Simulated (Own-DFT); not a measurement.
# Response to strain: wurtzite AlN, 72 atoms (Al36N36)

All numbers below are calculated, not measured. The program, named Own-DFT, is a retired in-house plane-wave density functional code that no person has reviewed. Each row is one single-point run on a periodic cell that was not relaxed, without spin or spin-orbit coupling.

Settings of every run: PBE; PseudoDojo norm-conserving scalar-relativistic files; cutoff 42 hartree; 3 x 3 x 2 k mesh centred on Gamma; Fermi-Dirac smearing of 0.1 eV.

Known limits: forces on such cells moved up to 12 meV/angstrom on a denser k mesh; stress not checked against mesh or cutoff.

Unstrained cell vectors in Å: (9.336, 0.000, 0.000); (-4.668, 8.085, 0.000); (0.000, 0.000, 9.964). The unstrained cell has measured lattice constants (interpolated for alloys), not those of this functional. That, the random moves and any unrelaxed bonds set the pressure at no strain. Each run strains this cell uniformly, with the atoms carried along. Every atom was also moved at random, by a Gaussian of width 0.05 Å on each axis. Strain is the symmetric tensor, in per cent. Stress is positive in tension, and the pressure is minus a third of its trace.

```
run,e_xx (%),e_yy (%),e_zz (%),e_yz (%),e_xz (%),e_xy (%),s_xx (GPa),s_yy (GPa),s_zz (GPa),s_yz (GPa),s_xz (GPa),s_xy (GPa),P (GPa),E (meV/atom)
1,-1.66,-0.01,1.90,1.70,-1.78,-1.45,-10.19,-8.33,1.68,3.99,-4.38,-5.70,5.61,22.9
2,-1.75,1.62,-0.86,1.68,0.45,1.84,-13.15,-0.31,-9.20,3.07,1.15,5.38,7.55,12.6
3,-0.63,1.36,-1.46,-0.73,0.08,-1.75,-7.74,-1.63,-13.72,-1.38,0.82,-6.16,7.70,33.6
4,-1.15,1.04,0.38,-0.99,-0.14,1.84,-10.76,-2.66,-3.06,-2.26,-1.04,7.77,5.49,22.9
5,0.78,1.89,-1.21,-1.93,-0.77,1.69,-4.46,2.65,-6.71,-4.68,-1.93,5.92,2.84,27.9
6,-0.04,0.94,1.79,0.18,0.65,-0.80,-4.00,-1.48,3.71,0.30,1.20,-3.09,0.59,8.0
7,1.73,-1.43,0.48,-1.40,-0.03,-1.55,0.82,-9.83,-2.71,-3.53,-0.36,-3.69,3.91,6.2
8,-1.13,-1.91,-1.19,-1.83,0.56,-1.05,-13.62,-17.94,-14.83,-3.73,2.14,-3.27,15.46,40.4
9,-1.04,-0.39,0.28,-0.06,1.97,-1.92,-10.84,-10.35,-6.06,1.16,5.28,-6.10,9.08,44.5
10,-1.93,-0.65,-1.90,0.00,-0.11,-1.03,-14.20,-15.45,-17.81,-0.15,0.50,-3.68,15.82,33.0
11,-1.89,-0.41,0.91,-1.11,1.45,1.14,-12.40,-10.90,-3.40,-3.24,2.78,4.95,8.90,14.1
12,1.97,0.06,-1.90,-0.21,1.54,0.75,1.96,-2.30,-15.47,-0.37,4.20,3.95,5.27,7.8
13,0.59,0.78,1.86,-1.31,0.69,0.67,-2.41,0.53,3.68,-2.96,0.62,2.95,-0.60,0.0
14,-1.60,0.22,0.09,-1.04,1.50,1.76,-15.25,-6.17,-5.29,-2.81,3.04,6.62,8.90,30.9
15,1.87,-1.66,1.66,-0.85,1.07,-0.72,2.93,-11.41,2.10,-1.27,2.36,-2.21,2.13,6.0
16,-1.43,0.38,-1.84,-0.25,-1.36,-0.29,-15.17,-8.41,-12.95,-1.32,-3.76,-0.34,12.18,40.9
17,1.71,-1.59,1.05,0.81,1.65,1.89,-0.59,-12.08,-0.89,2.62,3.91,6.51,4.52,42.1
18,-0.70,-1.42,0.50,0.85,1.47,0.45,?,?,?,?,?,?,?,?
```

E is the free energy for each atom above the lowest run shown.

## Worked fit

Each stress component was fitted by least squares to a constant and the strains of the runs shown, as fractions, with shears doubled. Shear strains stay in the fit of a normal stress only where such slopes are resolved. The slopes, in GPa:

| stress | at no strain | per e_xx | per e_yy | per e_zz | scatter |
|---|---|---|---|---|---|
| s_xx | -6.2 | 414 ± 26 | 44 ± 32 | 79 ± 27 | 1.47 |
| s_yy | -6.3 | 166 ± 20 | 513 ± 24 | 54 ± 20 | 1.09 |
| s_zz | -5.7 | 73 ± 24 | 118 ± 29 | 484 ± 24 | 1.32 |

Each shear stress against twice its own strain: yz 117 ± 6, xz 127 ± 5, xy 176 ± 7 GPa. These are stiffnesses along x, y and z of the frame in which the cell vectors are given, which need not be the crystal's axes. The atoms are held to the strained lattice; where symmetry lets them move under strain, relaxing them would lower some slopes. The table should be nearly symmetric about its diagonal, and what it lacks of that shows the noise. A ninth of its sum, 216 ± 5 GPa, estimates the bulk modulus near the mean pressure of these runs, 6.8 GPa, so it lies above the value at zero pressure.

## Withheld run

Question: what normal stresses and pressure should run 18 give?

The fit gives s_xx = -9.4, s_yy = -14.5, s_zz = -5.5 and P = 9.8 GPa. The calculation gave -10.74, -12.40, -4.60 and P = 9.25 GPa.
